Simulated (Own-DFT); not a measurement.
# Strain and stress in 4H SiC, 32 atoms (C16Si16)

All numbers below are calculated, not measured. The program, named Own-DFT, is a retired in-house plane-wave density functional code that no person has reviewed. Each row is one single-point run on a periodic cell that was not relaxed, without spin or spin-orbit coupling.

Settings of every run: PBE; PseudoDojo norm-conserving scalar-relativistic files; cutoff 42 hartree; 5 x 5 x 3 k mesh centred on Gamma; Fermi-Dirac smearing of 0.1 eV.

Known limits: forces on such cells passed a denser k mesh, each cell not checked; stress not checked against mesh or cutoff.

Unstrained cell vectors in Å: (6.165, 0.000, 0.000); (-3.083, 5.339, 0.000); (0.000, 0.000, 10.068). The unstrained cell has measured lattice constants (interpolated for alloys), not those of this functional. That, the random moves and any unrelaxed bonds set the pressure at no strain. Each run strains this cell uniformly, with the atoms carried along. Every atom was also moved at random, by a Gaussian of width 0.05 Å on each axis. Strain is the symmetric tensor, in per cent. Stress is positive in tension, and the pressure is minus a third of its trace.

| run | e_xx (%) | e_yy (%) | e_zz (%) | e_yz (%) | e_xz (%) | e_xy (%) | s_xx (GPa) | s_yy (GPa) | s_zz (GPa) | s_yz (GPa) | s_xz (GPa) | s_xy (GPa) | P (GPa) | E (meV/atom) |
|---|---|---|---|---|---|---|---|---|---|---|---|---|---|---|
| 1 | 1.00 | 1.79 | 1.69 | 0.30 | -1.42 | 0.62 | 1.44 | 6.61 | 2.31 | 0.61 | -3.43 | 2.17 | -3.45 | 71.1 |
| 2 | -0.85 | -1.14 | 1.77 | -0.10 | 0.91 | 1.77 | -9.76 | -13.27 | 4.77 | -0.41 | 4.03 | 8.24 | 6.09 | 34.7 |
| 3 | 0.20 | -0.43 | 0.18 | -1.58 | 0.09 | 1.42 | -6.76 | -7.06 | -2.31 | -5.28 | 0.90 | 4.71 | 5.38 | 44.9 |
| 4 | 0.09 | 0.84 | 1.20 | 1.97 | -1.37 | -1.22 | -5.39 | 0.26 | 0.62 | 4.34 | -4.83 | -6.76 | 1.50 | 72.6 |
| 5 | 1.80 | 0.63 | 1.76 | 0.20 | 0.48 | 0.01 | 5.35 | 3.01 | 1.23 | 1.31 | 1.26 | -1.75 | -3.20 | 45.3 |
| 6 | 1.64 | 1.11 | 1.93 | 0.68 | -0.79 | -0.89 | 6.72 | 3.07 | 4.34 | 1.85 | -1.09 | -4.36 | -4.71 | 32.1 |
| 7 | -1.78 | -1.12 | 1.52 | 0.16 | -0.50 | -1.84 | -14.21 | -14.27 | 1.18 | 0.86 | -1.99 | -7.72 | 9.10 | 68.2 |
| 8 | -1.10 | 0.37 | 1.10 | 0.82 | -1.29 | -1.49 | -10.78 | -3.80 | 0.23 | 3.19 | -5.02 | -6.96 | 4.78 | 42.7 |
| 9 | -0.08 | -1.26 | 1.97 | -1.83 | 0.60 | 0.99 | -5.34 | -9.26 | 1.98 | -6.65 | 2.33 | 5.42 | 4.21 | 52.0 |
| 10 | -0.99 | 1.73 | 1.45 | -1.69 | 1.21 | -1.37 | -8.63 | 3.79 | 2.96 | -5.29 | 4.51 | -6.77 | 0.62 | 30.2 |
| 11 | -1.92 | 0.46 | 0.50 | 0.48 | 0.30 | -0.62 | -13.71 | -3.84 | -5.37 | 0.31 | 1.22 | -1.29 | 7.64 | 51.7 |
| 12 | 0.26 | 0.72 | -1.33 | -0.36 | 0.36 | -0.44 | -2.82 | -2.83 | -12.62 | -1.91 | 0.83 | -1.99 | 6.09 | 40.9 |
| 13 | 0.11 | 1.09 | 1.54 | 1.48 | 1.07 | 1.64 | -3.84 | 0.92 | 4.95 | 5.28 | 3.75 | 4.41 | -0.68 | 35.9 |
| 14 | 1.65 | 0.85 | -0.81 | 1.91 | -0.95 | 1.41 | 3.28 | 1.93 | -11.19 | 5.25 | -3.48 | 5.95 | 1.99 | 66.4 |
| 15 | -0.35 | -0.39 | -0.94 | -0.69 | -0.92 | 0.26 | -6.79 | -7.89 | -9.52 | -2.64 | -2.61 | 2.10 | 8.07 | 0.0 |
| 16 | -1.02 | 1.71 | 0.37 | 0.96 | -0.71 | 1.85 | ? | ? | ? | ? | ? | ? | ? | ? |

E is the free energy for each atom above the lowest run shown.

## Worked fit

Each stress component was fitted by least squares to a constant and the strains of the runs shown, as fractions, with shears doubled. Shear strains stay in the fit of a normal stress only where such slopes are resolved. The slopes, in GPa:

```
stress,at no strain,per e_xx,per e_yy,per e_zz,scatter
s_xx,-5.2,517 ± 30,70 ± 36,34 ± 29,1.21
s_yy,-5.2,148 ± 29,540 ± 34,51 ± 28,1.17
s_zz,-5.7,-22 ± 44,25 ± 53,502 ± 43,1.79
```

Each shear stress against twice its own strain: yz 158 ± 12, xz 152 ± 12, xy 218 ± 16 GPa. These are stiffnesses along x, y and z of the frame in which the cell vectors are given, which need not be the crystal's axes. The atoms are held to the strained lattice; where symmetry lets them move under strain, relaxing them would lower some slopes. The table should be nearly symmetric about its diagonal, and what it lacks of that shows the noise. A ninth of its sum, 207 ± 5 GPa, estimates the bulk modulus near the mean pressure of these runs, 2.9 GPa, so it lies above the value at zero pressure.

## Withheld run

Question: what normal stresses and pressure should run 16 give?

The fit gives s_xx = -9.2, s_yy = 2.7, s_zz = -3.2 and P = 3.2 GPa. The calculation gave -9.43, 3.07, -2.63 and P = 3.00 GPa.
